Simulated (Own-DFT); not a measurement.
# Which arrangement is lower? As32Ga32, 64 atoms

These are calculations, not measurements. They come from Own-DFT, an in-house plane-wave density functional program, since retired, whose code no person has reviewed. Each row is one single-point run on a periodic cell that was not relaxed, without spin or spin-orbit coupling.

Settings of every run: PBE; PseudoDojo norm-conserving scalar-relativistic files; cutoff 42 hartree; 3 x 3 x 3 k mesh centred on Gamma; Fermi-Dirac smearing of 0.1 eV.

Known limits, some of them of some rows only: not probed for a lower state with spin; forces on such cells failed a check on a denser k mesh; forces not confirmed at this smearing and k mesh; stress not checked against mesh or cutoff.

All cells hold the same atoms in the same cell, with vectors in Å (11.307, 0.000, 0.000); (0.000, 11.307, 0.000); (0.000, 0.000, 11.307). Every atom was moved at random from its ideal site; u is the rms move along one axis. The defect's site can differ from row to row. E is the free energy of the cell above the lowest run. The arrangements:

- A: zincblende GaAs
- B: zincblende GaAs, with one As on a Ga site and one Ga on an As site, 2.4 Å apart

| arrangement | u (Å) | E (eV) | P (GPa) |
|---|---|---|---|
| A | 0.0187 | 0.051 | 3.52 |
| A | 0.0201 | 0.000 | 3.50 |
| A | 0.0206 | 0.054 | 3.52 |
| A | 0.0450 | 1.438 | 3.79 |
| A | 0.0467 | 1.918 | 3.92 |
| A | 0.0533 | 2.345 | 4.00 |
| B | 0.0280 | 2.967 | 3.93 |
| B | 0.0288 | 3.068 | 3.91 |
| B | 0.0300 | 3.224 | 3.94 |
| B | 0.0496 | 4.512 | 4.20 |
| B | 0.0500 | 4.952 | 4.31 |
| B | 0.0506 | 4.611 | 4.23 |

Question: once the cost of the random moves is taken out, how do the arrangements rank?

## Worked answer

Fit E = a + b u², with one b for all and one a for each arrangement, and with residuals divided by u², since the noise grows with the moves. Then b = 952 eV/Å², the scatter at u = 0.04 Å is 0.15 eV, and against A:

- B: 2.62 ± 0.06 eV (higher)

These are energies of unrelaxed cells. Relaxing the atoms lowers the strained arrangements most, so the gaps would shrink and small ones could change sign.
